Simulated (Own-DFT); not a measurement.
## Calculated data, Si3N4 (beta silicon nitride, atoms displaced)

A calculation, not a measurement: plane-wave PBE density functional theory by an unreviewed code, no spin, of a simulated periodic cell, stress positive in tension, free energy of the whole cell less one offset for each atom, forces on such cells passed a denser k mesh, this cell's mesh not checked; offsets are fitted by least squares, one for each functional and potential file, so energies compare only between cells with the same atoms and settings and are not formation energies; the far tail of each file's local potential was reset to the Coulomb form; each entry is a single point on an unrelaxed cell, so the pressure reflects the starting lattice, mostly measured values (interpolated for alloys), from which strain is counted, and rises with the displacements; printed positions are rounded, which can move forces by about a meV/angstrom; the program, named Own-DFT, is a retired in-house code; no spin-orbit coupling. Program: Own-DFT development build.

Common to all runs: functional PBE; potential files PseudoDojo norm-conserving, scalar-relativistic, standard set; wave cutoff 42 hartree; occupations Fermi-Dirac; smearing width 0.1 eV; k mesh 3 x 3 x 3 centred on Gamma.

(1) Si3N4 (beta silicon nitride, atoms displaced)

```
Si3N4
1.0
      7.6060     0.0000     0.0000
     -3.8030     6.5870     0.0000
      0.0000     0.0000     8.7270
Si N Si N Si N
6 8 6 8 6 8
Direct
  0.19421 0.79013 0.08940
  0.25818 0.42971 0.06580
  0.60277 0.82216 0.08107
  0.84184 0.21981 0.22511
  0.75970 0.59115 0.25579
  0.40157 0.16867 0.24429
  0.34253 0.03073 0.09189
  0.99091 0.29268 0.07795
  0.71355 0.65479 0.08280
  0.63525 0.95225 0.26267
  0.01788 0.70877 0.26111
  0.30400 0.34592 0.25248
  0.30535 0.66382 0.09999
  0.67288 0.34334 0.25845
  0.20481 0.79177 0.41678
  0.25815 0.40727 0.42386
  0.59903 0.81547 0.42520
  0.82612 0.22748 0.59231
  0.76823 0.60002 0.58154
  0.40286 0.16874 0.56175
  0.32923 0.02942 0.42763
  0.97544 0.29964 0.42111
  0.67888 0.63797 0.39606
  0.67853 0.97456 0.58093
  0.04592 0.69910 0.58440
  0.30505 0.33276 0.56906
  0.30844 0.64523 0.42646
  0.67847 0.34485 0.57762
  0.17386 0.77635 0.75182
  0.22231 0.42676 0.76197
  0.61344 0.84151 0.75457
  0.81932 0.23167 0.91365
  0.76044 0.59734 0.91407
  0.41364 0.17474 0.93872
  0.33131 0.03688 0.75997
  0.98590 0.31468 0.74783
  0.71141 0.68177 0.73662
  0.67756 0.96016 0.90155
  0.02033 0.70238 0.92552
  0.28882 0.34141 0.91603
  0.32606 0.68682 0.75341
  0.69195 0.34878 0.92267
```

| Quantity | Value |
| --- | --- |
| free energy of cell above offsets | 9.731 eV |
| pressure | 15.25 GPa |
| stress xx | -6.41 GPa |
| stress yy | -18.84 GPa |
| stress zz | -20.5 GPa |
| stress yz | -6.6 GPa |
| stress xz | 2.36 GPa |
| stress xy | 6.1 GPa |

Force:
```
element  x (eV/Å)  y (eV/Å)  z (eV/Å)
     Si     -8.57    -5.532     0.019
     Si    -3.546    -0.522     9.014
     Si    -0.905    -1.204     1.905
     Si    -2.801     1.388     8.775
     Si     7.147     -1.88     -6.24
     Si      0.69     5.665     5.139
      N     0.254     1.589    -1.167
      N    -1.699    -1.186    -3.103
      N    -6.445     3.382     0.054
      N     1.821     1.854    -4.421
      N     3.793     2.875    -1.103
      N     3.016    -2.384      -4.1
      N     7.508     0.624    -1.375
      N     0.668    -5.314    -1.972
     Si     -4.47    -8.629     0.331
     Si    -8.484      0.93    -5.875
     Si    -2.184      -1.6    -0.838
     Si     0.697     3.675    -4.821
     Si      4.14    -1.311    -3.325
     Si      0.94     7.923     11.89
      N     0.534    -0.518    -9.094
      N      0.31    -1.434    -1.703
      N    -5.921     4.566     10.96
      N    -0.052    -2.065     1.517
      N    -3.193     0.405    -0.745
      N     3.889    -2.384      9.13
      N     4.376     4.673    -0.092
      N    -1.072    -2.598     0.988
     Si    -3.575     1.248     1.365
     Si     5.122     1.809    -4.096
     Si    -2.809    -5.913    -8.698
     Si     5.191     0.417    -0.048
     Si     3.693     0.748    -2.071
     Si    -0.544     2.315    -7.008
      N     0.209     1.689    -0.172
      N    -5.802    -3.868     1.363
      N    -1.781     0.133     3.509
      N    -0.133     5.559     9.652
      N     2.135     1.803    -0.983
      N     6.369     -2.68    -3.419
      N     6.475    -1.763     0.808
      N    -4.995    -2.484     0.049
```

(2) Si3N4 (beta silicon nitride, atoms displaced)

```
Si3N4
1.0
      7.6060     0.0000     0.0000
     -3.8030     6.5870     0.0000
      0.0000     0.0000     8.7270
Si N Si N Si N
6 8 6 8 6 8
Direct
  0.17171 0.76340 0.09504
  0.21393 0.38574 0.07678
  0.58758 0.82602 0.06586
  0.84492 0.25260 0.24000
  0.76677 0.61684 0.24176
  0.40869 0.17293 0.23466
  0.32229 0.01356 0.06710
  0.96447 0.30299 0.07523
  0.66600 0.65581 0.07979
  0.67273 0.00966 0.24600
  0.01778 0.67922 0.23628
  0.31864 0.32305 0.26212
  0.33195 0.67324 0.08554
  0.64620 0.29917 0.24750
  0.15827 0.75166 0.43127
  0.22733 0.41101 0.42151
  0.59929 0.84492 0.41686
  0.82910 0.24362 0.58863
  0.76432 0.57797 0.59411
  0.39263 0.18278 0.58930
  0.35166 0.03114 0.41920
  0.94554 0.29103 0.41744
  0.68728 0.67797 0.39879
  0.67844 0.97317 0.57951
  0.05178 0.71946 0.59209
  0.29821 0.33502 0.57597
  0.32150 0.66522 0.42886
  0.66151 0.32686 0.59091
  0.16984 0.78652 0.73658
  0.22245 0.40975 0.75845
  0.60219 0.82775 0.74841
  0.82611 0.24005 0.91908
  0.77323 0.59479 0.91938
  0.39263 0.17844 0.91612
  0.33150 0.02511 0.75734
  0.95747 0.30103 0.73637
  0.70204 0.66950 0.73729
  0.66352 0.98066 0.91207
  0.01416 0.68600 0.90963
  0.32207 0.37680 0.90322
  0.33548 0.65512 0.76662
  0.68120 0.32323 0.89280
```

| Quantity | Value |
| --- | --- |
| free energy of cell above offsets | 7.578 eV |
| pressure | 14.14 GPa |
| stress xx | -16.93 GPa |
| stress yy | -9.46 GPa |
| stress zz | -16.03 GPa |
| stress yz | -1.57 GPa |
| stress xz | -2.07 GPa |
| stress xy | 1.61 GPa |

Force:
```
element  x (eV/Å)  y (eV/Å)  z (eV/Å)
     Si     0.819    -0.235    -5.659
     Si     2.849     4.459     2.511
     Si    -1.816     2.259     3.782
     Si    -4.274    -1.127     2.959
     Si     0.006    -4.097      0.37
     Si     0.266    -5.071      2.76
      N    -1.308     3.337     1.586
      N      2.92     0.919    -0.127
      N     3.095    -0.381    -1.793
      N     1.425    -7.952    -1.056
      N    -1.717    -0.213     5.109
      N    -6.772     2.633    -2.476
      N     0.271    -2.862     0.583
      N     3.341     8.485     -1.11
     Si     2.568     4.454    -6.264
     Si    -0.144    -1.116    -1.965
     Si    -1.675      0.06    -2.889
     Si    -3.011    -4.506    -4.935
     Si    -0.196     1.728    -4.031
     Si     3.197    -2.631    -2.485
      N    -2.254    -1.806     0.065
      N     4.286     3.289    -0.539
      N     2.045     -0.55      3.16
      N    -0.126     0.673     2.534
      N    -8.841     -5.45    -5.367
      N     -1.18     0.172       3.5
      N     1.859     0.073    -0.894
      N    -1.249     0.761    -0.464
     Si     5.899    -2.061     11.49
     Si    -2.817    -0.101    -7.459
     Si    -1.874    -0.201     -1.01
     Si     3.016    -3.148    -3.178
     Si    -3.004    -2.303     -1.67
     Si     3.004     0.342    -0.908
      N    -1.063     4.321     -1.36
      N     5.153     1.894     7.096
      N    -0.366     0.639     4.025
      N     1.597    -1.014    -0.994
      N     3.894     2.889     0.827
      N     4.618    -5.694     6.195
      N    -2.244     5.317    -1.638
      N     -10.2     3.811     1.715
```

(3) Si3N4 (beta silicon nitride, atoms displaced)

```
Si3N4
1.0
      7.6060     0.0000     0.0000
     -3.8030     6.5870     0.0000
      0.0000     0.0000     8.7270
Si N Si N Si N
6 8 6 8 6 8
Direct
  0.14736 0.74612 0.06110
  0.21844 0.39771 0.09413
  0.60652 0.83247 0.07602
  0.83068 0.25318 0.24180
  0.76844 0.59825 0.25249
  0.41027 0.18084 0.23373
  0.32882 0.02590 0.09772
  0.96317 0.29624 0.08745
  0.72645 0.67501 0.09055
  0.67086 0.96062 0.23041
  0.04849 0.73193 0.26408
  0.30043 0.36387 0.24935
  0.32984 0.66912 0.06584
  0.65442 0.33091 0.25020
  0.17600 0.76807 0.42104
  0.21674 0.39264 0.42036
  0.61891 0.82938 0.40721
  0.80731 0.21770 0.59051
  0.76678 0.58646 0.58852
  0.37726 0.14263 0.59511
  0.30968 0.00940 0.44504
  0.98971 0.30562 0.40993
  0.70640 0.64911 0.43572
  0.68107 0.97418 0.59483
  0.04628 0.69356 0.57822
  0.31984 0.31351 0.57717
  0.33357 0.68899 0.42945
  0.66066 0.31825 0.60241
  0.16267 0.77712 0.74695
  0.24366 0.41749 0.75892
  0.58261 0.80287 0.75007
  0.81361 0.21799 0.91476
  0.77975 0.59950 0.90653
  0.39857 0.14357 0.92372
  0.31942 0.00308 0.74243
  0.94497 0.29746 0.75626
  0.68013 0.65055 0.74810
  0.66863 0.95506 0.93420
  0.04552 0.71020 0.90589
  0.30020 0.31922 0.92664
  0.35919 0.69189 0.75037
  0.68383 0.32352 0.91228
```

| Item | Value |
| --- | --- |
| free energy of cell above offsets | 11.713 eV |
| pressure | 19.15 GPa |
| stress xx | -17.18 GPa |
| stress yy | -14.76 GPa |
| stress zz | -25.52 GPa |
| stress yz | 2.86 GPa |
| stress xz | -3.29 GPa |
| stress xy | -1.33 GPa |

Force:
```
element  x (eV/Å)  y (eV/Å)  z (eV/Å)
     Si     6.428      3.08     11.87
     Si    -0.698     3.111    -5.494
     Si    -1.213    -8.897     5.712
     Si     0.124    -3.132     3.664
     Si     3.227    -0.157      3.14
     Si    -3.598      0.97     7.205
      N     -0.46    -3.789    -5.355
      N     0.415      0.78    -3.135
      N    -2.151     0.852    -4.409
      N     0.617     3.634     6.286
      N    -3.947    -3.689    -5.978
      N      5.93    -3.492     2.728
      N     0.103    -1.396     0.545
      N     2.536     1.895     0.164
     Si     0.686     0.473     -0.93
     Si     7.631     5.718     2.203
     Si     -3.52    -0.875     2.267
     Si     2.216     3.262    -1.098
     Si     4.039    -3.581     2.747
     Si     4.802     3.746    -2.089
      N     0.449     3.666     -6.27
      N    -10.66    -4.721     0.505
      N    -4.397     3.511    -6.665
      N     0.987    -4.442    -2.119
      N    -5.502     -2.95     4.196
      N    -7.949     5.639     1.506
      N     7.645    -4.166      -0.8
      N    -2.194     1.069    -1.236
     Si     4.347    -6.387    -4.307
     Si    -0.376    -1.281    -1.121
     Si     6.558     8.313     0.228
     Si     4.709    -2.389     2.015
     Si    -1.131    -3.032     2.469
     Si      0.04     3.857    -1.504
      N     0.792     6.394     6.512
      N     6.068     2.332    -1.318
      N     2.483    -0.107     1.211
      N     0.447     5.718    -11.05
      N    -6.769    -2.845    -2.887
      N    -0.044    -0.443     -0.65
      N    -10.38    -8.725     0.241
      N     -8.29     2.476     1.001
```

(4) Si3N4 (beta silicon nitride, atoms displaced)

```
Si3N4
1.0
      7.6060     0.0000     0.0000
     -3.8030     6.5870     0.0000
      0.0000     0.0000     8.7270
Si N Si N Si N
6 8 6 8 6 8
Direct
  0.16676 0.77419 0.09248
  0.21193 0.39327 0.09130
  0.58949 0.82295 0.09262
  0.81941 0.22338 0.24798
  0.78872 0.60782 0.24657
  0.39417 0.16675 0.25490
  0.34149 0.00826 0.10997
  0.96576 0.30254 0.08845
  0.72533 0.70496 0.09541
  0.66998 0.94954 0.23475
  0.05060 0.69581 0.23488
  0.29035 0.32731 0.26356
  0.34430 0.67072 0.08113
  0.68608 0.32648 0.24658
  0.15967 0.76237 0.40636
  0.24402 0.40135 0.43444
  0.60008 0.81196 0.42000
  0.82376 0.23606 0.57784
  0.79182 0.61793 0.59161
  0.40281 0.14879 0.58706
  0.35447 0.06918 0.41643
  0.96605 0.30999 0.42137
  0.68582 0.65260 0.42880
  0.66730 0.96352 0.58162
  0.01283 0.70659 0.57376
  0.28733 0.32661 0.59128
  0.34460 0.65887 0.40816
  0.66665 0.33417 0.57833
  0.17178 0.76668 0.74927
  0.24295 0.39648 0.76512
  0.58558 0.82915 0.75427
  0.80420 0.21511 0.94487
  0.75778 0.60568 0.92721
  0.41777 0.20340 0.92551
  0.32645 0.01699 0.77790
  0.97206 0.28995 0.73986
  0.69650 0.65819 0.75069
  0.65720 0.96109 0.92136
  0.02109 0.68593 0.91412
  0.29061 0.31210 0.90057
  0.30842 0.63288 0.72622
  0.68324 0.32836 0.93776
```

| Item | Value |
| --- | --- |
| free energy of cell above offsets | 10.334 eV |
| pressure | 16.46 GPa |
| stress xx | -18.08 GPa |
| stress yy | -8.91 GPa |
| stress zz | -22.38 GPa |
| stress yz | 1.61 GPa |
| stress xz | -0.73 GPa |
| stress xy | 0.72 GPa |

Force:
```
element  x (eV/Å)  y (eV/Å)  z (eV/Å)
     Si     6.534     -0.05    -12.62
     Si     2.473     3.399     0.404
     Si    -1.362    -2.747     -6.72
     Si     4.045    -2.391      3.45
     Si    -1.016    -3.747     2.554
     Si      1.87     4.951    -2.975
      N    -1.101     5.224    -3.331
      N     1.252    -0.571     0.433
      N     1.845    -2.801    -1.578
      N      0.66      7.15     9.993
      N    -7.366    -4.056     9.953
      N     1.378    -1.391    -3.657
      N    -3.111    -4.331    -0.563
      N    -7.897     3.759    -0.212
     Si     4.975     0.771     2.464
     Si    -4.499     1.311    -2.472
     Si    -2.512     2.183    -1.131
     Si     0.625    -0.756     2.829
     Si    -9.855     -8.51    -0.406
     Si    -0.434     5.874     4.763
      N    -0.706    -9.272     1.778
      N     2.219     0.063    -2.895
      N     3.375    -0.297    -2.945
      N     -0.36     0.379     0.228
      N     11.71     5.857    -0.512
      N     5.268    -3.675     2.557
      N    -3.627     1.448      0.41
      N    -1.058     0.346     1.394
     Si     0.525     -2.82     1.058
     Si    -8.881     1.368       -11
     Si    -0.135    -2.027    -1.974
     Si     5.705    -1.073     -6.61
     Si     4.139    -1.175    -1.252
     Si     5.957     -6.07     0.859
      N     0.576     1.706    -3.331
      N    -0.763    -0.474     3.599
      N     -2.58     1.695     2.482
      N     0.364    -0.324     0.626
      N    -0.272     1.225     1.669
      N     1.228    -0.761     11.74
      N     0.394     6.518     1.816
      N    -9.584     4.094    -0.886
```

(5) Si3N4 (beta silicon nitride, atoms displaced)

```
Si3N4
1.0
      7.6060     0.0000     0.0000
     -3.8030     6.5870     0.0000
      0.0000     0.0000     8.7270
Si N Si N Si N
6 8 6 8 6 8
Direct
  0.15903 0.76479 0.10752
  0.23954 0.39267 0.06584
  0.58424 0.82049 0.08172
  0.84089 0.22156 0.26895
  0.75020 0.57554 0.24102
  0.41178 0.20068 0.25596
  0.33821 0.04192 0.08490
  0.97188 0.28438 0.07788
  0.69120 0.66139 0.09146
  0.63844 0.97202 0.24480
  0.00239 0.69930 0.27047
  0.28947 0.34425 0.24028
  0.31095 0.65625 0.06701
  0.66126 0.33511 0.26427
  0.18297 0.78327 0.42594
  0.20746 0.39141 0.43021
  0.57665 0.81688 0.42980
  0.82658 0.22906 0.57560
  0.79130 0.60601 0.58846
  0.40441 0.17330 0.58837
  0.32913 0.03478 0.41131
  0.95843 0.28093 0.42440
  0.68001 0.64618 0.42111
  0.64480 0.97120 0.58961
  0.03307 0.70038 0.57894
  0.30106 0.32872 0.55985
  0.33493 0.63297 0.39719
  0.68343 0.33751 0.58072
  0.18507 0.77374 0.74374
  0.23266 0.41791 0.75757
  0.63394 0.85458 0.74160
  0.82952 0.25631 0.90121
  0.75732 0.58497 0.93528
  0.40428 0.16517 0.92578
  0.33581 0.03217 0.76759
  0.97406 0.29750 0.74949
  0.69190 0.66999 0.75486
  0.67332 0.99247 0.89615
  0.03957 0.71895 0.92162
  0.30575 0.32689 0.91043
  0.33249 0.64116 0.73843
  0.66195 0.33703 0.92359
```

| Property | Result |
| --- | --- |
| stress zz | ? |
| pressure | ? |

**Q.** Give the missing stress zz for Si3N4 (beta silicon nitride, atoms displaced) (entry 5).
**A.** -12.87 GPa

**Q.** Give the missing pressure for Si3N4 (beta silicon nitride, atoms displaced) (entry 5).
**A.** 12.1 GPa

Further results for Si3N4 (beta silicon nitride, atoms displaced) (entry 5):

| Item | Value |
| --- | --- |
| free energy of cell above offsets | 5.828 eV |
| stress xx | -8.54 GPa |
| stress yy | -14.87 GPa |
| stress yz | 1.3 GPa |
| stress xz | -2.1 GPa |
| stress xy | -1.43 GPa |

Force:
```
element  x (eV/Å)  y (eV/Å)  z (eV/Å)
     Si     1.137      1.12     -3.36
     Si    -5.102     2.188     3.195
     Si    -2.138     1.163    -1.073
     Si     -5.09    -1.157    -9.798
     Si    -0.543     2.081      6.12
     Si    -1.472    -2.369    -1.761
      N    -0.737    -2.584     4.303
      N    -1.302     0.108     0.701
      N    -2.626     1.858    -1.763
      N      1.95    -0.872     2.475
      N     4.016     1.741    -1.352
      N      2.45    -2.574     2.794
      N     2.372     1.129     0.695
      N     3.416    -1.861    -0.544
     Si     0.691    -2.689    -3.762
     Si      1.72     0.923    -6.612
     Si     2.105    -1.727    -3.578
     Si    -2.225    -0.622     5.761
     Si    -6.057    -2.768      -0.9
     Si     0.887      1.53    -0.367
      N     0.288     0.383     1.988
      N     2.677     1.096       0.6
      N    -0.029     2.447     0.753
      N     0.346     2.059    -4.822
      N     3.272      1.96     2.362
      N     3.207    -2.893     7.976
      N    -5.328     6.192     1.348
      N    -2.491     0.027     1.038
     Si      0.94    -1.806      3.65
     Si      2.36    -8.746    -1.565
     Si    -1.823    -5.043      4.24
     Si     1.053    -2.363     4.646
     Si     1.803     3.263    -4.646
     Si    -0.027     1.974    -0.497
      N    -0.187    -0.947    -5.409
      N     0.049     0.159    -3.092
      N     3.364    -0.912     -0.19
      N     0.125    -1.564     3.527
      N    -2.008    -1.816     0.115
      N     1.237    -0.498     -2.04
      N    -2.298     12.71    -0.887
      N     0.018    -0.296    -0.271
```
